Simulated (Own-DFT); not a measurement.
# Response to strain: 4H SiC, 72 atoms (C36Si36)

Calculated results; nothing here was measured. They come from Own-DFT, an in-house plane-wave density functional program, since retired, whose code no person has reviewed. Each row is one single-point run on a periodic cell that was not relaxed, without spin or spin-orbit coupling.

Settings of every run: PBE; PseudoDojo norm-conserving scalar-relativistic files; cutoff 42 hartree; 4 x 4 x 3 k mesh centred on Gamma; Fermi-Dirac smearing of 0.1 eV.

Known limits: forces on such cells passed a denser k mesh, each cell not checked; stress not checked against mesh or cutoff.

Unstrained cell vectors in Å: (9.248, 0.000, 0.000); (-4.624, 8.009, 0.000); (0.000, 0.000, 10.068). The unstrained cell has measured lattice constants (interpolated for alloys), not those of this functional. That, the random moves and any unrelaxed bonds set the pressure at no strain. Each run strains this cell uniformly, with the atoms carried along. Every atom was also moved at random, by a Gaussian of width 0.05 Å on each axis. Strain is the symmetric tensor, in per cent. Stress is positive in tension, and the pressure is minus a third of its trace.

| run | e_xx (%) | e_yy (%) | e_zz (%) | e_yz (%) | e_xz (%) | e_xy (%) | s_xx (GPa) | s_yy (GPa) | s_zz (GPa) | s_yz (GPa) | s_xz (GPa) | s_xy (GPa) | P (GPa) | E (meV/atom) |
|---|---|---|---|---|---|---|---|---|---|---|---|---|---|---|
| 1 | 0.16 | -0.18 | 1.16 | 1.77 | 1.81 | 1.53 | -4.51 | -3.81 | -0.41 | 5.83 | 6.21 | 6.21 | 2.91 | 21.1 |
| 2 | 1.03 | 0.91 | -0.17 | 0.22 | -1.37 | 1.94 | -0.25 | -1.63 | -5.61 | 0.71 | -4.39 | 9.63 | 2.50 | 54.5 |
| 3 | -1.80 | -0.56 | -1.57 | -0.72 | 0.45 | 0.07 | -16.20 | -9.94 | -21.16 | -2.17 | 2.75 | -0.71 | 15.77 | 73.2 |
| 4 | 0.88 | -0.66 | 1.78 | 1.45 | 0.52 | 0.08 | 0.12 | -5.96 | 2.84 | 4.52 | 1.31 | 0.65 | 1.00 | 14.7 |
| 5 | 1.06 | 1.21 | -0.70 | -1.21 | 1.20 | 0.11 | 2.58 | 2.09 | -9.74 | -4.05 | 3.29 | 0.13 | 1.69 | 14.9 |
| 6 | -1.67 | -1.11 | -0.52 | -0.09 | 0.92 | -1.10 | -14.97 | -15.24 | -9.39 | -0.15 | 3.33 | -5.61 | 13.20 | 21.0 |
| 7 | -0.84 | -1.59 | 0.54 | -0.60 | -1.68 | -0.85 | -9.72 | -14.18 | -4.44 | -2.28 | -5.50 | -3.47 | 9.45 | 21.5 |
| 8 | 0.88 | 1.69 | -0.87 | 1.01 | -1.95 | 0.12 | 1.72 | 5.26 | -12.59 | 3.57 | -5.94 | 1.44 | 1.87 | 26.0 |
| 9 | 0.12 | -0.19 | 0.09 | -1.72 | -0.96 | 1.01 | -4.31 | -5.57 | -4.34 | -5.46 | -3.53 | 5.02 | 4.74 | 0.0 |
| 10 | 1.44 | 0.38 | 1.35 | 1.28 | -0.56 | -0.53 | 3.04 | -2.09 | 2.25 | 4.39 | -1.14 | -3.42 | -1.07 | 26.0 |
| 11 | 1.22 | 1.80 | 1.77 | -0.74 | 0.83 | 0.33 | 3.72 | 6.38 | 3.26 | -1.88 | 2.50 | 1.46 | -4.45 | 21.6 |
| 12 | -1.33 | 1.13 | 0.32 | 0.78 | -1.88 | 1.16 | -11.17 | 0.00 | -3.35 | 1.60 | -6.22 | 4.72 | 4.84 | 13.9 |
| 13 | 1.97 | 0.25 | 0.51 | -0.28 | -0.06 | -1.30 | 5.95 | -3.00 | -0.80 | -0.27 | -0.09 | -5.16 | -0.72 | 14.1 |
| 14 | -1.32 | -1.29 | -0.51 | -1.52 | -0.73 | -1.64 | -14.62 | -17.71 | -11.31 | -5.82 | -3.38 | -8.64 | 14.54 | 92.5 |
| 15 | -0.05 | 0.94 | 1.52 | 1.14 | -0.05 | -1.61 | -3.84 | 0.30 | 2.27 | 4.53 | 0.27 | -7.81 | 0.42 | 18.4 |
| 16 | -0.38 | -1.73 | -1.31 | -0.16 | -1.60 | -0.56 | -10.21 | -14.82 | -16.51 | -0.01 | -6.37 | -3.28 | 13.85 | 42.5 |
| 17 | 0.58 | -0.90 | 0.67 | 1.14 | -0.71 | -0.16 | ? | ? | ? | ? | ? | ? | ? | ? |

E is the free energy for each atom above the lowest run shown.

## Worked fit

Each stress component was fitted by least squares to a constant and the strains of the runs shown, as fractions, with shears doubled. Shear strains stay in the fit of a normal stress only where such slopes are resolved. The slopes, in GPa:

```
stress  at no strain  per e_xx  per e_yy  per e_zz  scatter
  s_xx          -5.1  536 ± 23  103 ± 22   42 ± 22     0.83
  s_yy          -5.6   98 ± 46  553 ± 44   60 ± 44     1.65
  s_zz          -6.9   66 ± 50   27 ± 48  612 ± 48     1.79
```

Each shear stress against twice its own strain: yz 167 ± 7, xz 169 ± 7, xy 234 ± 8 GPa. These are stiffnesses along x, y and z of the frame in which the cell vectors are given, which need not be the crystal's axes. The atoms are held to the strained lattice; where symmetry lets them move under strain, relaxing them would lower some slopes. The table should be nearly symmetric about its diagonal, and what it lacks of that shows the noise. A ninth of its sum, 233 ± 7 GPa, estimates the bulk modulus near the mean pressure of these runs, 5.0 GPa, so it lies above the value at zero pressure.

## Withheld run

Question: what normal stresses and pressure should run 17 give?

The fit gives s_xx = -2.7, s_yy = -9.5, s_zz = -2.7 and P = 5.0 GPa. The calculation gave -1.29, -10.41, -1.51 and P = 4.40 GPa.
